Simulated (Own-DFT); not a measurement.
GaN (wurtzite, strained, atoms displaced) (calculated)

A calculation, not a measurement: plane-wave PBE density functional theory by an unreviewed code, no spin, of a simulated periodic cell, stress positive in tension, free energy of the whole cell less one offset for each atom, forces on such cells passed a denser k mesh, this cell's mesh not checked; offsets are fitted by least squares, one for each functional and potential file, so energies compare only between cells with the same atoms and settings and are not formation energies; the far tail of each file's local potential was reset to the Coulomb form; each entry is a single point on an unrelaxed cell, so the pressure reflects the starting lattice, mostly measured values (interpolated for alloys), from which strain is counted, and rises with the displacements; printed positions are rounded, which can move forces by about a meV/angstrom; the program, named Own-DFT, is a retired in-house code; no spin-orbit coupling. Program: Own-DFT development build.

Settings shared by all entries: functional PBE; potential files PseudoDojo norm-conserving, scalar-relativistic, standard set with the stringent files for Ga; wave cutoff 96 hartree; occupations Gaussian; smearing width 0.01 eV; k mesh 3 x 4 x 3 centred on Gamma.

(1) GaN (wurtzite, strained, atoms displaced)

```
CELL_PARAMETERS angstrom
12.75600 0.00000 0.00000
-4.78350 8.28530 0.00000
0.00000 0.00000 10.55150
ATOMIC_POSITIONS crystal
Ga 0.08694 0.22447 0.99605
Ga 0.16543 0.10983 0.25258
N 0.07844 0.22842 0.19664
N 0.17086 0.11511 0.43451
Ga 0.08681 0.23382 0.49613
Ga 0.16645 0.11272 0.74825
N 0.08474 0.22468 0.68709
N 0.17107 0.11333 0.94626
Ga 0.07099 0.54921 0.00103
Ga 0.15727 0.43838 0.25338
N 0.08756 0.55724 0.19035
N 0.16267 0.44423 0.44133
Ga 0.08568 0.55504 0.49820
Ga 0.17102 0.44853 0.74613
N 0.08605 0.54904 0.67608
N 0.16437 0.43701 0.92703
Ga 0.08141 0.89304 0.00556
Ga 0.15596 0.77322 0.24804
N 0.08806 0.90012 0.18400
N 0.17502 0.78307 0.44589
Ga 0.07422 0.88597 0.50889
Ga 0.16006 0.77510 0.75371
N 0.08269 0.88589 0.68968
N 0.17255 0.78713 0.93266
Ga 0.33351 0.22531 0.00234
Ga 0.42338 0.11268 0.25277
N 0.33118 0.22583 0.19655
N 0.41663 0.11395 0.42796
Ga 0.33806 0.22658 0.49411
Ga 0.42491 0.11838 0.74435
N 0.33458 0.22621 0.68948
N 0.41680 0.09758 0.93413
Ga 0.33705 0.55757 0.00118
Ga 0.41986 0.44218 0.24699
N 0.33347 0.54437 0.18650
N 0.41569 0.44362 0.44673
Ga 0.33188 0.55636 0.49534
Ga 0.42341 0.44444 0.74885
N 0.32415 0.54635 0.69447
N 0.41561 0.43510 0.93835
Ga 0.33479 0.89501 0.00329
Ga 0.41893 0.78048 0.25045
N 0.32761 0.88451 0.18629
N 0.42288 0.78703 0.43429
Ga 0.33592 0.89884 0.49891
Ga 0.41775 0.78019 0.75187
N 0.33375 0.88740 0.68432
N 0.41747 0.77905 0.93502
Ga 0.58449 0.22819 0.99410
Ga 0.65451 0.10134 0.25775
N 0.57968 0.22372 0.18165
N 0.65911 0.09835 0.43796
Ga 0.57792 0.22669 0.49286
Ga 0.66485 0.10124 0.75196
N 0.58505 0.21741 0.68479
N 0.66758 0.11097 0.93282
Ga 0.59989 0.55981 0.99521
Ga 0.67060 0.44375 0.25462
N 0.58552 0.55816 0.19525
N 0.66911 0.44428 0.44441
Ga 0.58171 0.56174 0.50096
Ga 0.66014 0.43966 0.74977
N 0.59301 0.56645 0.68644
N 0.67507 0.45073 0.94440
Ga 0.59067 0.88698 0.99858
Ga 0.66366 0.78059 0.25155
N 0.58680 0.88834 0.18533
N 0.66747 0.77723 0.44365
Ga 0.57732 0.88260 0.50668
Ga 0.66762 0.78265 0.75186
N 0.58809 0.89181 0.69340
N 0.65813 0.77254 0.93713
Ga 0.82953 0.22545 0.99072
Ga 0.91534 0.10717 0.24717
N 0.83206 0.21888 0.18946
N 0.91323 0.10056 0.43652
Ga 0.83042 0.22343 0.49634
Ga 0.92174 0.11516 0.75145
N 0.83081 0.21521 0.68400
N 0.91488 0.10596 0.93867
Ga 0.84098 0.57013 0.00184
Ga 0.92037 0.44709 0.24629
N 0.83716 0.56302 0.19486
N 0.92772 0.46161 0.44041
Ga 0.83537 0.55653 0.49493
Ga 0.91707 0.44389 0.75051
N 0.83654 0.55617 0.68239
N 0.91049 0.44892 0.94680
Ga 0.83455 0.87904 0.00198
Ga 0.92422 0.79012 0.24408
N 0.83592 0.89130 0.18998
N 0.91985 0.79044 0.43791
Ga 0.83773 0.89812 0.49692
Ga 0.91372 0.77405 0.74605
N 0.83665 0.89468 0.69159
N 0.92258 0.77746 0.93936
```

```
free energy of cell above offsets : -4.943 eV
pressure                          : 3.8 GPa
stress xx                         : -5.05 GPa
stress yy                         : -6.7 GPa
stress zz                         : 0.36 GPa
stress yz                         : 0.29 GPa
stress xz                         : -0.38 GPa
stress xy                         : -0.22 GPa
```

Force:
| element | x (eV/Å) | y (eV/Å) | z (eV/Å) |
| --- | --- | --- | --- |
| Ga | -0.753 | -0.109 | 0.854 |
| Ga | -0.25 | 1.522 | 0.171 |
| N | 1.356 | -1.415 | -1.583 |
| N | -0.646 | -0.394 | 1.12 |
| Ga | 0.247 | -2.524 | 0.741 |
| Ga | 0.332 | 0.058 | 0.511 |
| N | 0.212 | -0.29 | -0.455 |
| N | -0.796 | -0.499 | -1.21 |
| Ga | 2.845 | 1.183 | -0.367 |
| Ga | 1.923 | 1.145 | 0.078 |
| N | -1.176 | 0.048 | -0.989 |
| N | 1.064 | 0.877 | -1.303 |
| Ga | -0.03 | 1.628 | 0.275 |
| Ga | -1.785 | -1.273 | 0.621 |
| N | -1.314 | 0.632 | 2.443 |
| N | -0.661 | 1.198 | 1.828 |
| Ga | 1.743 | 0.373 | -1.432 |
| Ga | 1.715 | 1.116 | 1.31 |
| N | -0.165 | -1.189 | 0.553 |
| N | -2.065 | -0.517 | -1.517 |
| Ga | 2.111 | 1.014 | -1.04 |
| Ga | 1.672 | -0.27 | -1.144 |
| N | -0.706 | 0.59 | 0.392 |
| N | -1.2 | -1.324 | 1.471 |
| Ga | 1.13 | -0.876 | 0.624 |
| Ga | -2.022 | -0.659 | -1.901 |
| N | 1.079 | -1.09 | -1.147 |
| N | 0.251 | 0.215 | 1.643 |
| Ga | -1.041 | -0.883 | 0.955 |
| Ga | -1.409 | -1.684 | 0.75 |
| N | 0.691 | -0.647 | -0.802 |
| N | -0.46 | 3.038 | -0.289 |
| Ga | -0.355 | -0.354 | -0.565 |
| Ga | -0.387 | 0.441 | 0.76 |
| N | -1.208 | 1.206 | 0.598 |
| N | 0.173 | 0.992 | -1.282 |
| Ga | -0.118 | 0.366 | 1.035 |
| Ga | -1.291 | 0.443 | 0.404 |
| N | 3.495 | 2.263 | -1.861 |
| N | 0.923 | 1.733 | -0.319 |
| Ga | 0.545 | -1.759 | -0.17 |
| Ga | -0.484 | -1.014 | -0.872 |
| N | 0.451 | 0.41 | 0.683 |
| N | -0.997 | -1.207 | 0.322 |
| Ga | 0.556 | -0.711 | 0.485 |
| Ga | -0.521 | -0.706 | -0.166 |
| N | -0.192 | 0.584 | 0.22 |
| N | 0.443 | 0.023 | 0.929 |
| Ga | 0.112 | -1.303 | 0.469 |
| Ga | 1.351 | 1.133 | -1.433 |
| N | 1.201 | 0.261 | 0.489 |
| N | -0.267 | 1.506 | 0.52 |
| Ga | 1.494 | -0.879 | 1.095 |
| Ga | 0.077 | 1.777 | -0.502 |
| N | 0.098 | 0.884 | -0.247 |
| N | -0.498 | -0.093 | 0.62 |
| Ga | -3.462 | -0.522 | 1.706 |
| Ga | -0.628 | 0.403 | -0.176 |
| N | 0.907 | -0.057 | -0.969 |
| N | -0.64 | 0.473 | -0.99 |
| Ga | 0.875 | -0.476 | -0.041 |
| Ga | 1.69 | 0.501 | -0.392 |
| N | -0.763 | -0.942 | 0.393 |
| N | 0.662 | -0.704 | -1.645 |
| Ga | -2.601 | 0.805 | 0.529 |
| Ga | 1.255 | -0.478 | 0.782 |
| N | -1.017 | 0.167 | -0.211 |
| N | -0.361 | 0.666 | -0.701 |
| Ga | 1.235 | 0.409 | 0.07 |
| Ga | 1.057 | 0.09 | -0.168 |
| N | -0.979 | -1.405 | -0.987 |
| N | 2.76 | -0.003 | -0.364 |
| Ga | 1.069 | -0.911 | 1.742 |
| Ga | -0.846 | 0.687 | 0.523 |
| N | -0.985 | 0.359 | -0.291 |
| N | -0.35 | 3.315 | -0.569 |
| Ga | 0.518 | -0.063 | -0.052 |
| Ga | -0.29 | -0.181 | -0.114 |
| N | -0.078 | 0.793 | 0.547 |
| N | -0.045 | 0.256 | 0.105 |
| Ga | -0.477 | -1.427 | 1.26 |
| Ga | -0.473 | -0.865 | 0.729 |
| N | 0.254 | 0.007 | -0.817 |
| N | -1.123 | -2.18 | -1.338 |
| Ga | -0.055 | 0.944 | 0.518 |
| Ga | 0.286 | -0.175 | -0.813 |
| N | -0.643 | -0.478 | 0.814 |
| N | 0.665 | -0.578 | -1.72 |
| Ga | -1.108 | 1.354 | -0.216 |
| Ga | -0.51 | -0.79 | 1.55 |
| N | -0.59 | -0.917 | -0.834 |
| N | -0.019 | -1.565 | -0.771 |
| Ga | -0.612 | -1.966 | 1.521 |
| Ga | -0.004 | 0.372 | 0.223 |
| N | -0.078 | -0.612 | -0.357 |
| N | -0.991 | 0.699 | -0.844 |

(2) GaN (wurtzite, strained, atoms displaced)

```
CELL_PARAMETERS angstrom
12.75600 0.00000 0.00000
-4.78350 8.28530 0.00000
0.00000 0.00000 10.55150
ATOMIC_POSITIONS crystal
Ga 0.09658 0.22504 0.00251
Ga 0.16295 0.11313 0.25475
N 0.08476 0.23318 0.17986
N 0.16482 0.11505 0.43726
Ga 0.08162 0.21968 0.49547
Ga 0.16520 0.11662 0.75681
N 0.09485 0.22470 0.68654
N 0.16960 0.10807 0.93437
Ga 0.08665 0.55576 0.00752
Ga 0.16829 0.44059 0.24622
N 0.08501 0.56179 0.18990
N 0.16241 0.43500 0.44081
Ga 0.08827 0.56493 0.49655
Ga 0.15870 0.43664 0.74870
N 0.08269 0.55051 0.69249
N 0.15956 0.43844 0.93650
Ga 0.08772 0.89537 0.00390
Ga 0.16775 0.77432 0.25210
N 0.08185 0.88931 0.18858
N 0.16382 0.77918 0.44488
Ga 0.07275 0.87999 0.50291
Ga 0.17133 0.77488 0.74873
N 0.08848 0.89134 0.68451
N 0.17592 0.78736 0.93681
Ga 0.33140 0.22498 0.99939
Ga 0.41840 0.11715 0.24759
N 0.32564 0.22341 0.18022
N 0.40721 0.10645 0.44293
Ga 0.32914 0.21553 0.50158
Ga 0.42037 0.11491 0.75258
N 0.34201 0.22902 0.69168
N 0.41298 0.10649 0.93345
Ga 0.33338 0.55136 0.00471
Ga 0.41953 0.44077 0.24946
N 0.33967 0.56595 0.18835
N 0.42083 0.44633 0.44710
Ga 0.33351 0.55019 0.50364
Ga 0.40878 0.42866 0.75135
N 0.32957 0.55025 0.68599
N 0.41977 0.44974 0.94113
Ga 0.33317 0.89128 0.99740
Ga 0.41455 0.77679 0.24306
N 0.32750 0.88955 0.18531
N 0.41001 0.77802 0.44773
Ga 0.34217 0.88738 0.49814
Ga 0.41589 0.78105 0.74745
N 0.33588 0.89784 0.69941
N 0.41356 0.77373 0.94567
Ga 0.58436 0.23355 0.00402
Ga 0.67196 0.10810 0.25799
N 0.58609 0.22187 0.19261
N 0.66413 0.11187 0.43430
Ga 0.57230 0.21493 0.50629
Ga 0.66684 0.11147 0.74792
N 0.58102 0.22530 0.69259
N 0.66330 0.10778 0.93822
Ga 0.57697 0.54355 0.99897
Ga 0.67013 0.44625 0.24861
N 0.57990 0.54699 0.19442
N 0.66662 0.45468 0.44113
Ga 0.57696 0.55219 0.49768
Ga 0.67070 0.45748 0.75055
N 0.57586 0.54976 0.69024
N 0.66802 0.44187 0.94794
Ga 0.59019 0.89356 0.00378
Ga 0.66858 0.78216 0.24872
N 0.58081 0.88980 0.18568
N 0.66624 0.78199 0.43560
Ga 0.58379 0.89343 0.50563
Ga 0.67157 0.78223 0.74769
N 0.57872 0.88180 0.68379
N 0.66939 0.77815 0.93692
Ga 0.83183 0.22445 0.00466
Ga 0.91928 0.12163 0.24561
N 0.83607 0.22518 0.18995
N 0.90969 0.10608 0.43365
Ga 0.84129 0.22838 0.49446
Ga 0.91331 0.09915 0.75097
N 0.82948 0.21115 0.68477
N 0.91892 0.11378 0.93820
Ga 0.82255 0.55100 0.99782
Ga 0.91220 0.43903 0.24699
N 0.82832 0.55154 0.18722
N 0.91318 0.44516 0.43920
Ga 0.83762 0.55279 0.49955
Ga 0.92432 0.45038 0.75288
N 0.83495 0.56278 0.69093
N 0.91817 0.45199 0.93766
Ga 0.83489 0.89648 0.00808
Ga 0.91441 0.76753 0.24954
N 0.82759 0.88267 0.18735
N 0.91396 0.78671 0.44270
Ga 0.83560 0.88798 0.49702
Ga 0.91506 0.76933 0.74420
N 0.83253 0.89239 0.69273
N 0.91693 0.77710 0.93599
```

```
free energy of cell above offsets : -4.912 eV
pressure                          : 3.95 GPa
stress xx                         : -5.73 GPa
stress yy                         : -6.34 GPa
stress zz                         : 0.21 GPa
stress yz                         : -0.57 GPa
stress xz                         : 0.68 GPa
stress xy                         : 0.19 GPa
```

Force:
| element | x (eV/Å) | y (eV/Å) | z (eV/Å) |
| --- | --- | --- | --- |
| Ga | -2.104 | -0.469 | -1.294 |
| Ga | 0.204 | -0.412 | -0.532 |
| N | 0.461 | -1.605 | 1.171 |
| N | 0.423 | -0.966 | -0.056 |
| Ga | -0.457 | -0.365 | 1.102 |
| Ga | 1.957 | -1.366 | -1.427 |
| N | -2.551 | -0.709 | -0.729 |
| N | -0.409 | 0.592 | 0.888 |
| Ga | -0.755 | 0.78 | -1.266 |
| Ga | -0.162 | 1.746 | 1.133 |
| N | -0.003 | -1.468 | 0.359 |
| N | -0.141 | 1.515 | -1.085 |
| Ga | 0.155 | -1.656 | 0.727 |
| Ga | 1.395 | 0.708 | 0.418 |
| N | -0.03 | 0.967 | -1.447 |
| N | 1.234 | 0.562 | 0.325 |
| Ga | -0.175 | -1.764 | -0.725 |
| Ga | -0.787 | 1.135 | 0.547 |
| N | -0.041 | 0.051 | 0.537 |
| N | 0.549 | 0.613 | -1.036 |
| Ga | 1.418 | 1.585 | 0.058 |
| Ga | -0.934 | 0.578 | 0.595 |
| N | -0.6 | -0.233 | 0.786 |
| N | -1.714 | -1.581 | 0.085 |
| Ga | 1.194 | -0.383 | -0.603 |
| Ga | -0.348 | -0.72 | 0.204 |
| N | 0.741 | -0.13 | 1.349 |
| N | 1.052 | 0.117 | -1.214 |
| Ga | -0.632 | 0.889 | 0.877 |
| Ga | -0.586 | -0.015 | 0.286 |
| N | -1.177 | -2.969 | -1.074 |
| N | 0.294 | 1.782 | 1.458 |
| Ga | -0.751 | 0.962 | -0.971 |
| Ga | -1.124 | 0.265 | 0.903 |
| N | -0.164 | -2.337 | 0.325 |
| N | -1.893 | -1.616 | -1.977 |
| Ga | -0.601 | 0.209 | -0.044 |
| Ga | -0.302 | 3.613 | 0.539 |
| N | -0.142 | 0.271 | 0.974 |
| N | -0.929 | -1.446 | -0.692 |
| Ga | 1.062 | -0.059 | 0.403 |
| Ga | -0.329 | 1.525 | 1.117 |
| N | 0.971 | 0.594 | 0.556 |
| N | 3.217 | -1.738 | -2.215 |
| Ga | -3.912 | 1.198 | 1.878 |
| Ga | 0.249 | -1.176 | 1.206 |
| N | 0.593 | -0.87 | -1.962 |
| N | 0.753 | 0.352 | -0.852 |
| Ga | 0.223 | -3.175 | 0.059 |
| Ga | -1.34 | -0.138 | -1.2 |
| N | -0.118 | -0.041 | -0.32 |
| N | 0.021 | 0.405 | 1.598 |
| Ga | 1.011 | 1.465 | -0.612 |
| Ga | -0.292 | -0.279 | 0.4 |
| N | 1.256 | 0.463 | -0.404 |
| N | 0.099 | 1.168 | 0.016 |
| Ga | 0.669 | 2.275 | 0.858 |
| Ga | -1.035 | -0.682 | 1.518 |
| N | 0.415 | 1.131 | -1.227 |
| N | 1.136 | -1.347 | -0.293 |
| Ga | 1.682 | 1.7 | 1.131 |
| Ga | -0.416 | -1.23 | -0.077 |
| N | 0.67 | 1.034 | 0.01 |
| N | -1.982 | 0.314 | -2.226 |
| Ga | -0.983 | -1.084 | -0.933 |
| Ga | -0.953 | -1.072 | 0.56 |
| N | 0.711 | 0.207 | 0.805 |
| N | -0.1 | -0.228 | 0.405 |
| Ga | 0.312 | -0.501 | -1.275 |
| Ga | -1.364 | -1.233 | 0.658 |
| N | 0.367 | 0.961 | 1.086 |
| N | -0.123 | -0.478 | 0.351 |
| Ga | 0.376 | 0.089 | -1.515 |
| Ga | 0.852 | -1.689 | 0.393 |
| N | -0.692 | -0.405 | -0.424 |
| N | 1.239 | 0.705 | -0.375 |
| Ga | -1.48 | -1.028 | 1.325 |
| Ga | 0.215 | 2.332 | 0.648 |
| N | 0.553 | 1.475 | -0.085 |
| N | 0.227 | 0.317 | 0.527 |
| Ga | 3.017 | 2.184 | 0.499 |
| Ga | 0.275 | 1.54 | 0.5 |
| N | 1.194 | 0.151 | -0.216 |
| N | 1.581 | 0.281 | -1.002 |
| Ga | -2.498 | 0.595 | 0.637 |
| Ga | -1.401 | -1.396 | 0.145 |
| N | 0.713 | -2.302 | -1.071 |
| N | 0.025 | -0.603 | 0.731 |
| Ga | 0.545 | -0.87 | -1.762 |
| Ga | -0.495 | 1.296 | 0.092 |
| N | 1.242 | 1.228 | 0.713 |
| N | 1.706 | -2.294 | -1.531 |
| Ga | -2.685 | 0.51 | 1.049 |
| Ga | 0.293 | 2.944 | 1.663 |
| N | 1.268 | -1.526 | -1.839 |
| N | -0.104 | 0.276 | 0.407 |

(3) GaN (wurtzite, strained, atoms displaced)

```
CELL_PARAMETERS angstrom
12.75600 0.00000 0.00000
-4.78350 8.28530 0.00000
0.00000 0.00000 10.55150
ATOMIC_POSITIONS crystal
Ga 0.08435 0.21382 0.99913
Ga 0.16458 0.10117 0.24719
N 0.08200 0.21988 0.19092
N 0.16199 0.10200 0.44007
Ga 0.08175 0.23538 0.50274
Ga 0.16473 0.10876 0.74672
N 0.07774 0.21252 0.68856
N 0.16619 0.11108 0.93993
Ga 0.07742 0.53771 0.99509
Ga 0.17436 0.44305 0.24994
N 0.08509 0.55725 0.19509
N 0.16904 0.43897 0.44141
Ga 0.07649 0.55246 0.50067
Ga 0.16495 0.42959 0.74629
N 0.08669 0.55265 0.69573
N 0.16429 0.45096 0.94164
Ga 0.08763 0.89454 0.99393
Ga 0.16312 0.77834 0.24457
N 0.07935 0.88501 0.19353
N 0.16566 0.77062 0.43821
Ga 0.07281 0.88369 0.50729
Ga 0.16417 0.77582 0.74656
N 0.07764 0.88772 0.68666
N 0.16496 0.77933 0.93880
Ga 0.33062 0.21763 0.00339
Ga 0.41603 0.11097 0.24698
N 0.33159 0.21678 0.18822
N 0.41918 0.11266 0.43801
Ga 0.34241 0.22770 0.49689
Ga 0.41888 0.10753 0.75100
N 0.33974 0.22873 0.68571
N 0.41603 0.11732 0.94157
Ga 0.32836 0.55911 0.99340
Ga 0.41933 0.44129 0.24397
N 0.33325 0.55264 0.19018
N 0.41982 0.45867 0.44605
Ga 0.33301 0.55368 0.50358
Ga 0.41981 0.45324 0.74167
N 0.32935 0.55283 0.67669
N 0.41831 0.44272 0.93886
Ga 0.33057 0.88966 0.00039
Ga 0.41877 0.77415 0.25276
N 0.32043 0.88097 0.18661
N 0.41062 0.77805 0.44951
Ga 0.33156 0.89145 0.49758
Ga 0.41025 0.77619 0.75575
N 0.33944 0.89230 0.68127
N 0.42040 0.77554 0.93468
Ga 0.57874 0.21799 0.00263
Ga 0.67408 0.11547 0.25696
N 0.59032 0.23054 0.19017
N 0.66697 0.10832 0.45032
Ga 0.58741 0.22038 0.50030
Ga 0.66162 0.10697 0.76293
N 0.58122 0.22510 0.68659
N 0.66653 0.10319 0.93748
Ga 0.58501 0.55263 0.00676
Ga 0.67272 0.44624 0.26265
N 0.58193 0.55660 0.20213
N 0.67477 0.44847 0.44047
Ga 0.58140 0.55699 0.50064
Ga 0.65884 0.43506 0.74810
N 0.57615 0.55171 0.68533
N 0.66349 0.44161 0.94076
Ga 0.58122 0.88089 0.00565
Ga 0.65502 0.77098 0.24475
N 0.58883 0.89240 0.19454
N 0.66873 0.78152 0.44117
Ga 0.57579 0.89116 0.49713
Ga 0.66341 0.77268 0.75043
N 0.58013 0.88772 0.69393
N 0.67146 0.78231 0.94705
Ga 0.84165 0.22748 0.99267
Ga 0.91744 0.11379 0.25203
N 0.83388 0.21274 0.19990
N 0.91589 0.11120 0.44366
Ga 0.83334 0.21906 0.49148
Ga 0.91044 0.10948 0.75356
N 0.82485 0.22262 0.68952
N 0.92102 0.12154 0.93639
Ga 0.83963 0.56371 0.99425
Ga 0.91574 0.44514 0.23981
N 0.83168 0.56026 0.19230
N 0.92654 0.45580 0.43602
Ga 0.82879 0.54762 0.49966
Ga 0.91768 0.45173 0.75368
N 0.83492 0.55653 0.68176
N 0.91593 0.45013 0.94369
Ga 0.82547 0.88249 0.00544
Ga 0.90876 0.77523 0.23940
N 0.83778 0.89492 0.18789
N 0.91845 0.78299 0.43641
Ga 0.83641 0.88831 0.50330
Ga 0.91506 0.77321 0.74635
N 0.84043 0.88574 0.69038
N 0.91413 0.77930 0.93965
```

```
free energy of cell above offsets : -4.509 eV
pressure                          : 4.13 GPa
stress xx                         : -7.37 GPa
stress yy                         : -5.92 GPa
stress zz                         : 0.9 GPa
stress yz                         : -0.54 GPa
stress xz                         : -0.17 GPa
stress xy                         : -0.25 GPa
```

Force:
| element | x (eV/Å) | y (eV/Å) | z (eV/Å) |
| --- | --- | --- | --- |
| Ga | -1.048 | 1.242 | 0.989 |
| Ga | -0.797 | 0.659 | 1.707 |
| N | 0.63 | 0.116 | -0.784 |
| N | 0.368 | 1.403 | -0.086 |
| Ga | 1.365 | -2.812 | -0.14 |
| Ga | 0.912 | 0.422 | -0.211 |
| N | -0.238 | 0.332 | 0.204 |
| N | 0.582 | 0.224 | -1.055 |
| Ga | -1.15 | 3.121 | 2.03 |
| Ga | -1.825 | -0.356 | 0.796 |
| N | 0.262 | -1.127 | -1.601 |
| N | -0.747 | 1.8 | -0.89 |
| Ga | 2.645 | 1.115 | 0.593 |
| Ga | -0.415 | 1.207 | 0.486 |
| N | -0.665 | -0.256 | -0.698 |
| N | 2.324 | -2.275 | -1.549 |
| Ga | -0.799 | -1.277 | 1.308 |
| Ga | -0.637 | -0.998 | 1.767 |
| N | -0.297 | -0.101 | -1.895 |
| N | -0.669 | 0.862 | 0.159 |
| Ga | 1.806 | 0.545 | -1.728 |
| Ga | 0.548 | 0.521 | 0.227 |
| N | 1.254 | -0.16 | 1.062 |
| N | 0.48 | -0.726 | -0.711 |
| Ga | -0.228 | 1.199 | -0.472 |
| Ga | 0.735 | -0.528 | 0.569 |
| N | -0.066 | 0.537 | -0.057 |
| N | 0.605 | 0.283 | -0.783 |
| Ga | -1.923 | -0.401 | 0.346 |
| Ga | -1.114 | 0.624 | -0.156 |
| N | -0.584 | -0.949 | 0.42 |
| N | 0.65 | -1.349 | -0.568 |
| Ga | 1.44 | -0.844 | 1.032 |
| Ga | -1.392 | -0.352 | 1.407 |
| N | 0.91 | 0.72 | -0.941 |
| N | 0.973 | -1.941 | -1.965 |
| Ga | -1.054 | 0.565 | -1.284 |
| Ga | -1.179 | -1.472 | 1.376 |
| N | -0.038 | 0.247 | 3.292 |
| N | -0.798 | 0.451 | -0.054 |
| Ga | 0.218 | -0.268 | 0.015 |
| Ga | -1.293 | 0.294 | 0.53 |
| N | 2.889 | 1.325 | -0.246 |
| N | 0.849 | -0.24 | -2.104 |
| Ga | -0.899 | -0.287 | 0.008 |
| Ga | 0.967 | -0.254 | -1.7 |
| N | -1.301 | -0.274 | 1.264 |
| N | -1.158 | 0.598 | 1.123 |
| Ga | 1.19 | 0.54 | 0.23 |
| Ga | -1.269 | -0.359 | 0.062 |
| N | -0.24 | -1.078 | 0.221 |
| N | -0.219 | 0.527 | -1.987 |
| Ga | -0.982 | 0.404 | 0.403 |
| Ga | 0.17 | 0.134 | -2.448 |
| N | 0.727 | -1.071 | 0.168 |
| N | -0.395 | 0.711 | 2.147 |
| Ga | -0.551 | 0.021 | -0.151 |
| Ga | -0.804 | 0.067 | -1.374 |
| N | 1.37 | -1.047 | -1.767 |
| N | -2.176 | -1.348 | 0.408 |
| Ga | 0.858 | 0.88 | -0.243 |
| Ga | 0.32 | 1.571 | 0.572 |
| N | 2.092 | 1.002 | 0.175 |
| N | 0.855 | 0.168 | -0.524 |
| Ga | 0.028 | 0.934 | -0.245 |
| Ga | 2.69 | 1.203 | 2.284 |
| N | -2.086 | 0.406 | -0.874 |
| N | -0.598 | -0.06 | -0.434 |
| Ga | 1.557 | -1.176 | 1.58 |
| Ga | 0.324 | 0.757 | -0.074 |
| N | 0.077 | -0.286 | -0.333 |
| N | -1.477 | -1.727 | -1.196 |
| Ga | -1.748 | -0.765 | 1.319 |
| Ga | 1.511 | -0.832 | 0.967 |
| N | -1.035 | 1.941 | -2.004 |
| N | 0.358 | -0.084 | -0.712 |
| Ga | 0.001 | 1.263 | 1.697 |
| Ga | -0.034 | -0.034 | -0.915 |
| N | 1.006 | 0.264 | 0.136 |
| N | 0.561 | -1.391 | 0.295 |
| Ga | -1.748 | -0.643 | 1.308 |
| Ga | 0.629 | 0.286 | 1.354 |
| N | 0.517 | -1.228 | -1.42 |
| N | -2.592 | -2.439 | -0.856 |
| Ga | 2.024 | 2.063 | -0.069 |
| Ga | 0.245 | -1.086 | -0.832 |
| N | -0.674 | -0.594 | 1.231 |
| N | 0.175 | -0.799 | -0.843 |
| Ga | 1.955 | 1.782 | -0.034 |
| Ga | 1.299 | 1.042 | 2.085 |
| N | -1.689 | -0.448 | -0.133 |
| N | -0.879 | -1.565 | -0.495 |
| Ga | -0.577 | -0.012 | -0.263 |
| Ga | 0.015 | -0.145 | 1.061 |
| N | -2.353 | 0.426 | 0.066 |
| N | 0.474 | 0.654 | -0.578 |
